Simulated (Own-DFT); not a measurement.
# Computed records: Ti20Si39 (C49 TiSi2 crystal with one vacancy, atoms displaced)

A calculation, not a measurement: plane-wave density functional theory by an unreviewed code, no spin, of a simulated periodic cell, stress positive in tension, run twice, with PBE and with PBEsol, both on files made for PBE, so the change isn't that of files made for PBEsol, forces on such cells moved up to 12 meV/angstrom on a denser k mesh; the far tail of each file's local potential was reset to the Coulomb form; each entry is a single point on an unrelaxed cell, so the pressure reflects the starting lattice, taken from the Materials Project, from which strain is counted, and rises with the displacements; printed positions are rounded, which can move forces by about a meV/angstrom; the program, named Own-DFT, is a retired in-house code; no spin-orbit coupling; stress was not checked against mesh or cutoff. Program: Own-DFT development build.

Common to all runs: functional PBE, then PBEsol; potential files PseudoDojo norm-conserving, scalar-relativistic, standard set; wave cutoff 42 hartree; occupations cold (Marzari-Vanderbilt); smearing width 0.2 eV; k mesh 4 x 4 x 4 centred on Gamma.

(1) Ti20Si39 (C49 TiSi2 crystal with one vacancy, atoms displaced)

```
CELL_PARAMETERS angstrom
5.29530 -6.75930 3.56520
7.06040 0.00000 -7.13030
5.29530 6.75930 3.56520
ATOMIC_POSITIONS crystal
Ti 0.94375 0.92865 0.15305
Ti 0.85112 0.87354 0.64614
Si 0.60762 0.93076 0.49394
Si 0.19752 0.87544 0.30944
Si 0.89770 0.02275 0.39524
Si 0.90388 0.77318 0.40200
Ti 0.94306 0.42498 0.14941
Ti 0.85288 0.37835 0.64101
Si 0.61030 0.42311 0.49733
Si 0.18986 0.37125 0.30327
Si 0.89739 0.52519 0.39663
Si 0.89752 0.26705 0.40284
Ti 0.74425 0.72710 0.95432
Ti 0.64863 0.67377 0.44488
Si 0.40542 0.72672 0.29259
Si 0.98800 0.67315 0.11159
Si 0.69991 0.82183 0.19351
Si 0.70020 0.56987 0.20277
Ti 0.54555 0.02458 0.75429
Ti 0.45073 0.97597 0.24741
Si 0.20803 0.02904 0.09564
Si 0.79368 0.97526 0.90619
Si 0.50086 0.12151 0.99729
Ti 0.74636 0.22638 0.95331
Ti 0.64975 0.17141 0.44471
Si 0.41080 0.22436 0.28703
Si 0.99785 0.17300 0.11061
Si 0.70193 0.32122 0.20034
Si 0.70507 0.07363 0.19634
Ti 0.54241 0.52743 0.75343
Ti 0.45635 0.47596 0.24396
Si 0.21109 0.52316 0.08960
Si 0.78449 0.47378 0.90722
Si 0.50196 0.61649 0.00611
Si 0.50090 0.37409 0.00114
Ti 0.34756 0.82203 0.55277
Ti 0.25450 0.77486 0.04840
Si 0.00928 0.82453 0.88487
Si 0.59526 0.77336 0.70315
Si 0.29884 0.92055 0.80064
Si 0.29747 0.67747 0.79502
Ti 0.35224 0.32227 0.55438
Ti 0.26100 0.27205 0.04731
Si 0.00670 0.32539 0.88846
Si 0.59096 0.27562 0.70489
Si 0.29970 0.42091 0.80287
Si 0.29866 0.17026 0.79858
Ti 0.14680 0.62508 0.35250
Ti 0.05178 0.57862 0.84778
Si 0.81007 0.62529 0.69204
Si 0.39435 0.57590 0.50778
Si 0.09344 0.72139 0.60095
Si 0.10464 0.47541 0.60379
Ti 0.14588 0.12317 0.34963
Ti 0.05147 0.07579 0.84556
Si 0.80983 0.12300 0.69177
Si 0.39104 0.07457 0.51320
Si 0.09918 0.22706 0.59568
Si 0.10300 0.96946 0.59772
```

* PBE pressure: 1.77 GPa
* PBE stress xx: -1.69 GPa
* PBE stress yy: -1.8 GPa
* PBE stress zz: -1.82 GPa
* PBE stress yz: 0.05 GPa
* PBE stress xz: 0.01 GPa
* PBE stress xy: -0.03 GPa
* PBEsol pressure: -1.51 GPa
* PBEsol stress xx: 1.7 GPa
* PBEsol stress yy: 1.68 GPa
* PBEsol stress zz: 1.15 GPa
* PBEsol stress yz: 0.06 GPa
* PBEsol stress xz: 0.01 GPa
* PBEsol stress xy: -0.02 GPa
* rms change of force components from PBE to PBEsol: 0.021 eV/Å

Force:
```tsv
force element	PBE force x (eV/Å)	PBE force y (eV/Å)	PBE force z (eV/Å)	PBEsol force x (eV/Å)	PBEsol force y (eV/Å)	PBEsol force z (eV/Å)
Ti	0.033	-0.747	0.793	0.039	-0.75	0.785
Ti	0.163	-0.288	-0.121	0.161	-0.272	-0.114
Si	-0.78	-0.293	0.435	-0.767	-0.346	0.429
Si	-0.539	0.527	-0.42	-0.53	0.577	-0.423
Si	0.297	0.264	0.288	0.297	0.26	0.294
Si	-0.665	0.073	-0.58	-0.665	0.071	-0.585
Ti	0.172	-0.179	0.398	0.169	-0.191	0.397
Ti	0.095	0.348	0.685	0.092	0.364	0.683
Si	-0.444	-0.494	-0.724	-0.438	-0.549	-0.727
Si	0.529	0.189	0.051	0.518	0.24	0.054
Si	0.173	0.001	0.369	0.177	0.002	0.383
Si	0.324	-0.333	-0.423	0.328	-0.326	-0.431
Ti	-0.427	-0.47	0.528	-0.425	-0.531	0.56
Ti	0.637	-0.238	0.281	0.628	-0.212	0.291
Si	-0.044	-0.919	0.232	-0.044	-0.969	0.241
Si	0.122	-0.4	-0.409	0.12	-0.36	-0.409
Si	0.022	0.593	-0.383	0.01	0.583	-0.398
Si	0.1	-0.172	-0.559	0.096	-0.17	-0.564
Ti	-0.009	-0.46	-0.153	-0.01	-0.523	-0.192
Ti	0.679	-0.207	0.283	0.703	-0.135	0.276
Si	-0.677	-1.018	0.613	-0.664	-1.068	0.612
Si	-0.339	0.748	0.039	-0.335	0.798	0.043
Si	-0.135	0.099	0.42	-0.149	0.098	0.432
Ti	-0.04	-0.455	0.26	-0.035	-0.468	0.262
Ti	0.716	-0.19	-0.181	0.713	-0.172	-0.18
Si	0.211	0.198	0.255	0.206	0.148	0.264
Si	-0.373	0.312	-1.168	-0.37	0.371	-1.171
Si	-0.026	0.145	-0.107	-0.027	0.142	-0.11
Si	-0.663	0.485	-0.186	-0.667	0.477	-0.186
Ti	-0.255	-0.408	0.339	-0.257	-0.429	0.34
Ti	-0.106	0.998	0.594	-0.109	1	0.587
Si	0.07	0.03	-0.328	0.072	-0.021	-0.334
Si	0.441	-0.032	-0.044	0.438	0.019	-0.042
Si	0.342	-0.229	-1.205	0.354	-0.225	-1.227
Si	-0.231	-0.224	0.165	-0.237	-0.22	0.172
Ti	0.054	-0.077	-0.229	0.05	-0.092	-0.23
Ti	-0.698	0.218	-0.21	-0.725	0.277	-0.207
Si	0.511	0.371	0.333	0.5	0.325	0.339
Si	0.466	0.905	-0.161	0.458	0.954	-0.162
Si	0.584	0.006	0.178	0.606	0.005	0.194
Si	0.362	0.181	0.605	0.36	0.177	0.615
Ti	-0.373	0.223	-0.775	-0.365	0.208	-0.768
Ti	-0.432	0.705	-0.891	-0.426	0.723	-0.882
Si	0.259	0.058	0.087	0.253	0.015	0.085
Si	0.278	0.476	0.752	0.269	0.533	0.755
Si	0.147	-0.102	-0.174	0.156	-0.101	-0.169
Si	0.211	-0.001	0.164	0.212	-0.004	0.167
Ti	-0.044	-0.156	0.274	-0.038	-0.167	0.27
Ti	-0.408	-0.087	0.536	-0.408	-0.08	0.526
Si	-0.22	-0.03	-0.029	-0.214	-0.083	-0.022
Si	-0.427	0.244	0.129	-0.416	0.294	0.129
Si	0.373	-0.345	-0.002	0.377	-0.336	0
Si	-0.527	-0.116	-0.129	-0.535	-0.115	-0.136
Ti	0.598	0.185	0.27	0.584	0.164	0.263
Ti	0.075	-0.129	0.06	0.074	-0.11	0.059
Si	-0.078	-0.069	-0.508	-0.079	-0.12	-0.508
Si	-0.375	-0.07	-0.369	-0.371	-0.029	-0.374
Si	-0.003	0.129	0.279	-0.004	0.127	0.282
Si	0.295	0.23	-0.226	0.292	0.225	-0.236
```

(2) Ti20Si39 (C49 TiSi2 crystal with one vacancy, atoms displaced)

```
CELL_PARAMETERS angstrom
5.29530 -6.75930 3.56520
7.06040 0.00000 -7.13030
5.29530 6.75930 3.56520
ATOMIC_POSITIONS crystal
Ti 0.95136 0.92781 0.14931
Ti 0.85284 0.87710 0.64550
Si 0.60890 0.92699 0.49075
Si 0.19027 0.87396 0.31029
Si 0.89891 0.02822 0.39780
Si 0.91108 0.77195 0.40502
Ti 0.94941 0.42338 0.15533
Ti 0.85048 0.37244 0.64994
Si 0.60420 0.42454 0.49139
Si 0.89938 0.52706 0.39338
Si 0.89885 0.27498 0.39485
Ti 0.74674 0.72713 0.95228
Ti 0.65472 0.67389 0.44191
Si 0.40725 0.71705 0.28925
Si 0.99202 0.67612 0.10603
Si 0.70040 0.82644 0.19823
Si 0.70870 0.57308 0.19693
Ti 0.54334 0.02549 0.75635
Ti 0.45893 0.97245 0.25172
Si 0.20743 0.02418 0.09455
Si 0.78950 0.97347 0.91181
Si 0.50435 0.12218 0.00198
Si 0.49189 0.87865 0.99004
Ti 0.73976 0.22411 0.95262
Ti 0.65289 0.16961 0.44283
Si 0.40759 0.22905 0.28996
Si 0.98963 0.17449 0.11521
Si 0.69263 0.32213 0.20061
Si 0.70327 0.07505 0.19526
Ti 0.54862 0.52750 0.75336
Ti 0.45342 0.47674 0.24786
Si 0.20929 0.52493 0.09094
Si 0.78899 0.47546 0.90886
Si 0.50112 0.62446 0.00177
Si 0.49613 0.37645 0.00130
Ti 0.34621 0.82611 0.54719
Ti 0.25309 0.77607 0.03904
Si 0.01086 0.82370 0.89033
Si 0.58778 0.77231 0.70505
Si 0.29873 0.92825 0.79785
Si 0.30525 0.67378 0.80255
Ti 0.34610 0.32239 0.55265
Ti 0.25268 0.27598 0.04819
Si 0.01135 0.32720 0.88937
Si 0.58937 0.27643 0.70704
Si 0.30099 0.42224 0.80562
Si 0.29904 0.18321 0.79468
Ti 0.14454 0.62392 0.35462
Ti 0.05676 0.57023 0.85005
Si 0.80623 0.62201 0.69403
Si 0.39247 0.57820 0.50584
Si 0.09610 0.72572 0.59917
Si 0.09840 0.47857 0.59758
Ti 0.15328 0.11986 0.34851
Ti 0.05709 0.07309 0.84290
Si 0.81116 0.12558 0.69163
Si 0.39659 0.07762 0.50926
Si 0.09957 0.22290 0.59586
Si 0.10019 0.96988 0.60363
```

* PBE pressure: 1.5 GPa
* PBE stress xx: -1.56 GPa
* PBE stress yy: -1.11 GPa
* PBE stress zz: -1.84 GPa
* PBE stress yz: -0.1 GPa
* PBE stress xz: -0.04 GPa
* PBE stress xy: -0.03 GPa
* PBEsol pressure: -1.76 GPa
* PBEsol stress xx: 1.76 GPa
* PBEsol stress yy: 2.39 GPa
* PBEsol stress zz: 1.12 GPa
* PBEsol stress yz: -0.11 GPa
* PBEsol stress xz: -0.05 GPa
* PBEsol stress xy: -0.03 GPa
* rms change of force components from PBE to PBEsol: 0.02 eV/Å

Force:
```tsv
force element	PBE force x (eV/Å)	PBE force y (eV/Å)	PBE force z (eV/Å)	PBEsol force x (eV/Å)	PBEsol force y (eV/Å)	PBEsol force z (eV/Å)
Ti	-0.3	0.441	0.411	-0.295	0.416	0.406
Ti	-0.211	0.313	0.289	-0.206	0.318	0.288
Si	-0.199	-0.1	0.784	-0.198	-0.157	0.776
Si	-0.246	-0.071	0.219	-0.239	-0.018	0.222
Si	-0.037	-0.223	0.401	-0.039	-0.217	0.406
Si	-0.671	0.1	-1.019	-0.679	0.096	-1.026
Ti	-0.35	-0.343	-0.628	-0.375	-0.34	-0.656
Ti	0.005	-0.314	-0.303	0.006	-0.285	-0.301
Si	0.178	-0.375	0.289	0.173	-0.429	0.283
Si	0.203	0.097	0.762	0.206	0.096	0.76
Si	0.526	-0.176	0.195	0.522	-0.169	0.185
Ti	-0.303	-0.226	0.044	-0.304	-0.245	0.048
Ti	0.248	0.455	-0.058	0.243	0.478	-0.062
Si	0.652	-0.283	-1.106	0.643	-0.335	-1.105
Si	0.044	0.102	0.514	0.043	0.156	0.513
Si	-0.042	-0.027	0.129	-0.047	-0.021	0.132
Si	-0.297	0.384	-0.3	-0.302	0.38	-0.303
Ti	-0.002	-0.886	-0.066	-0.001	-0.893	-0.065
Ti	-0.656	-0.088	-0.567	-0.644	-0.068	-0.565
Si	0.015	-0.414	-0.092	0.014	-0.457	-0.097
Si	0.014	-0.339	-0.314	0.011	-0.289	-0.312
Si	-0.23	0.553	-0.459	-0.23	0.544	-0.471
Si	0.635	0.155	0.899	0.634	0.151	0.906
Ti	0.679	-0.747	0.22	0.669	-0.75	0.222
Ti	0.846	0.258	-0.25	0.835	0.272	-0.247
Si	-0.217	0.941	-0.319	-0.217	0.902	-0.345
Si	0.196	-0.428	-0.638	0.193	-0.383	-0.636
Si	0.402	-0.392	-0.137	0.403	-0.384	-0.14
Si	-0.063	0.281	0.277	-0.059	0.278	0.277
Ti	-0.639	0.053	0.159	-0.631	0.032	0.158
Ti	-0.327	-0.35	0.166	-0.3	-0.371	0.164
Si	0.157	0.959	0.762	0.154	0.915	0.789
Si	0.214	0.182	0.593	0.21	0.234	0.596
Si	0.141	0.021	-0.028	0.147	0.025	-0.025
Si	0.038	-0.125	0.16	0.035	-0.12	0.167
Ti	0.288	0.352	0.203	0.285	0.329	0.201
Ti	0.404	0.638	0.436	0.397	0.644	0.432
Si	-0.221	-0.01	-0.463	-0.215	-0.062	-0.464
Si	0.568	-0.064	-0.188	0.559	-0.011	-0.188
Si	-0.255	-0.143	-0.044	-0.252	-0.136	-0.051
Si	-0.35	-0.106	-0.407	-0.352	-0.103	-0.41
Ti	0.515	-0.297	-0.259	0.545	-0.302	-0.221
Ti	-0.277	-0.197	0.125	-0.298	-0.222	0.114
Si	-0.418	0.301	0.512	-0.408	0.253	0.513
Si	-0.079	0.132	0.206	-0.076	0.187	0.213
Si	-0.087	-0.291	-0.564	-0.089	-0.282	-0.574
Si	-0.229	0.245	0.63	-0.232	0.241	0.641
Ti	0.195	-0.699	-0.333	0.231	-0.689	-0.361
Ti	0.023	0.016	-0.841	0.023	0.036	-0.834
Si	0.227	-0.43	-0.342	0.222	-0.48	-0.342
Si	-0.656	0.535	0.546	-0.644	0.59	0.545
Si	0.456	-0.161	0.697	0.463	-0.162	0.707
Si	-0.459	-0.183	0.515	-0.453	-0.175	0.519
Ti	0.369	0.59	0.136	0.328	0.577	0.158
Ti	0.336	0.841	-0.165	0.324	0.848	-0.158
Si	-0.294	0.179	-0.013	-0.288	0.129	-0.012
Si	-0.567	0.146	-0.398	-0.56	0.196	-0.398
Si	0.088	-0.229	-0.394	0.091	-0.22	-0.386
Si	0.024	-0.554	-0.578	0.023	-0.547	-0.583
```

(3) Ti20Si39 (C49 TiSi2 crystal with one vacancy, atoms displaced)

```
CELL_PARAMETERS angstrom
5.29530 -6.75930 3.56520
7.06040 0.00000 -7.13030
5.29530 6.75930 3.56520
ATOMIC_POSITIONS crystal
Ti 0.94369 0.92061 0.15213
Ti 0.85281 0.87575 0.64718
Si 0.60708 0.92923 0.49249
Si 0.19010 0.87824 0.30617
Si 0.89689 0.02486 0.40050
Si 0.89791 0.77819 0.40379
Ti 0.94421 0.42146 0.15260
Ti 0.85397 0.37266 0.64467
Si 0.60356 0.42635 0.49617
Si 0.19032 0.37155 0.30487
Si 0.89936 0.52376 0.40331
Si 0.90239 0.27552 0.39741
Ti 0.74702 0.72686 0.95637
Ti 0.64863 0.67514 0.44953
Si 0.40866 0.72892 0.29248
Si 0.99210 0.67462 0.10507
Si 0.70315 0.82335 0.20592
Si 0.70440 0.57266 0.20707
Ti 0.55148 0.02168 0.75089
Ti 0.44799 0.97519 0.24498
Si 0.20634 0.02413 0.09077
Si 0.79375 0.97553 0.91276
Si 0.49974 0.12885 0.00071
Ti 0.74909 0.22332 0.95537
Ti 0.65461 0.17162 0.45065
Si 0.40690 0.22088 0.29071
Si 0.99867 0.17663 0.10731
Si 0.69521 0.32999 0.19279
Si 0.70277 0.07289 0.20157
Ti 0.54288 0.52477 0.76167
Ti 0.45623 0.47482 0.24099
Si 0.20501 0.52432 0.09072
Si 0.79166 0.47166 0.90383
Si 0.50045 0.62998 0.00050
Si 0.49938 0.38165 0.00566
Ti 0.34929 0.82479 0.55418
Ti 0.24748 0.77271 0.05348
Si 0.00983 0.82669 0.88341
Si 0.58932 0.77494 0.70462
Si 0.29898 0.91846 0.79856
Si 0.29283 0.68016 0.79761
Ti 0.34400 0.32442 0.55105
Ti 0.25202 0.27298 0.04318
Si 0.00881 0.32648 0.89280
Si 0.58987 0.27817 0.70435
Si 0.30133 0.42963 0.79629
Si 0.29732 0.17300 0.79750
Ti 0.14420 0.62897 0.35276
Ti 0.05241 0.57445 0.84424
Si 0.80769 0.62872 0.68982
Si 0.38773 0.57959 0.50833
Si 0.10314 0.72379 0.60520
Si 0.10022 0.47423 0.59869
Ti 0.15360 0.12565 0.35972
Ti 0.04958 0.07718 0.84310
Si 0.81334 0.12401 0.69382
Si 0.38833 0.07462 0.51290
Si 0.10242 0.22318 0.59721
Si 0.10277 0.97404 0.59988
```

* PBE pressure: 1.89 GPa
* PBE stress xx: -1.94 GPa
* PBE stress yy: -1.95 GPa
* PBE stress zz: -1.79 GPa
* PBE stress yz: -0.15 GPa
* PBE stress xz: -0.06 GPa
* PBE stress xy: 0.16 GPa
* PBEsol pressure: -1.39 GPa
* PBEsol stress xx: 1.46 GPa
* PBEsol stress yy: 1.53 GPa
* PBEsol stress zz: 1.17 GPa
* PBEsol stress yz: -0.14 GPa
* PBEsol stress xz: -0.07 GPa
* PBEsol stress xy: 0.15 GPa
* rms change of force components from PBE to PBEsol: 0.022 eV/Å

Force:
```tsv
force element	PBE force x (eV/Å)	PBE force y (eV/Å)	PBE force z (eV/Å)	PBEsol force x (eV/Å)	PBEsol force y (eV/Å)	PBEsol force z (eV/Å)
Ti	1.035	-0.256	-0.082	1.023	-0.266	-0.076
Ti	-0.002	-0.158	-0.115	-0.001	-0.146	-0.116
Si	-0.395	-0.169	0.203	-0.385	-0.214	0.201
Si	0.042	0.384	0.344	0.039	0.428	0.347
Si	0.356	-0.189	0.102	0.363	-0.179	0.104
Si	-0.31	-0.206	0.195	-0.303	-0.205	0.207
Ti	0.565	-0.331	-0.332	0.559	-0.347	-0.325
Ti	0.319	0.263	-0.168	0.318	0.279	-0.165
Si	-0.193	-0.586	-0.255	-0.191	-0.644	-0.262
Si	0.508	0.119	-0.294	0.499	0.174	-0.286
Si	0.111	-0.071	-0.121	0.117	-0.069	-0.118
Si	-0.209	0.265	0.091	-0.212	0.261	0.086
Ti	-0.453	-0.378	0.327	-0.449	-0.439	0.356
Ti	0.187	-0.274	0.303	0.184	-0.256	0.301
Si	-0.412	-0.52	0.088	-0.406	-0.566	0.088
Si	-0.182	0.188	-0.108	-0.172	0.233	-0.119
Si	-0.678	0.168	-0.607	-0.696	0.162	-0.624
Si	-0.257	-0.108	-0.805	-0.265	-0.108	-0.815
Ti	0.364	0.456	-0.657	0.354	0.383	-0.685
Ti	0.881	-0.192	0.253	0.906	-0.12	0.251
Si	-0.136	-0.792	0.136	-0.135	-0.848	0.137
Si	-0.75	0.445	-0.237	-0.74	0.49	-0.233
Si	-0.535	-0.152	0.397	-0.546	-0.15	0.41
Ti	0.038	-0.137	-0.364	0.043	-0.157	-0.362
Ti	0.12	-0.239	-0.805	0.12	-0.217	-0.793
Si	0.405	-0.266	-0.07	0.397	-0.311	-0.062
Si	-0.467	0.646	0.177	-0.459	0.7	0.167
Si	0.254	0.212	1.005	0.258	0.207	1.012
Si	-0.368	0.127	-0.38	-0.369	0.123	-0.386
Ti	-0.372	-1.122	-0.541	-0.373	-1.134	-0.541
Ti	0.343	1.495	0.157	0.337	1.495	0.157
Si	0.072	-0.334	0.238	0.072	-0.389	0.234
Si	0.453	0.383	-0.359	0.446	0.437	-0.359
Si	0.424	0.253	-0.443	0.437	0.248	-0.455
Si	-0.962	-0.453	-0.063	-0.965	-0.446	-0.075
Ti	-0.461	0.044	-0.464	-0.456	0.036	-0.463
Ti	-0.57	-0.543	-0.331	-0.598	-0.474	-0.331
Si	0.214	0.346	0.466	0.209	0.304	0.465
Si	0.718	0.672	0.463	0.707	0.718	0.455
Si	1.22	0.21	0.02	1.241	0.204	0.032
Si	0.564	-0.079	1.058	0.563	-0.077	1.075
Ti	0.288	-0.292	-0.129	0.281	-0.302	-0.127
Ti	0.506	0.258	-0.216	0.502	0.287	-0.212
Si	-0.355	-0.384	-0.068	-0.351	-0.437	-0.065
Si	0.029	0.468	1.038	0.025	0.517	1.048
Si	-0.267	0.397	0.413	-0.262	0.391	0.418
Si	0.385	-0.161	0.477	0.386	-0.157	0.476
Ti	-0.314	-0.178	0.453	-0.311	-0.195	0.451
Ti	0.171	0.254	-0.026	0.172	0.263	-0.028
Si	-0.202	0.071	0.392	-0.194	0.019	0.392
Si	-0.217	0.097	0.477	-0.209	0.15	0.471
Si	-0.654	-0.098	-0.612	-0.665	-0.095	-0.617
Si	0.003	0.003	-0.048	0.002	0.003	-0.046
Ti	-1.181	-0.167	-0.52	-1.162	-0.184	-0.521
Ti	0.475	-0.059	0.432	0.473	-0.042	0.426
Si	-0.43	0.297	-0.48	-0.428	0.251	-0.478
Si	0.244	-0.194	0.203	0.239	-0.146	0.2
Si	0.06	0.445	-0.18	0.058	0.437	-0.182
Si	-0.024	0.121	-0.027	-0.029	0.118	-0.037
```
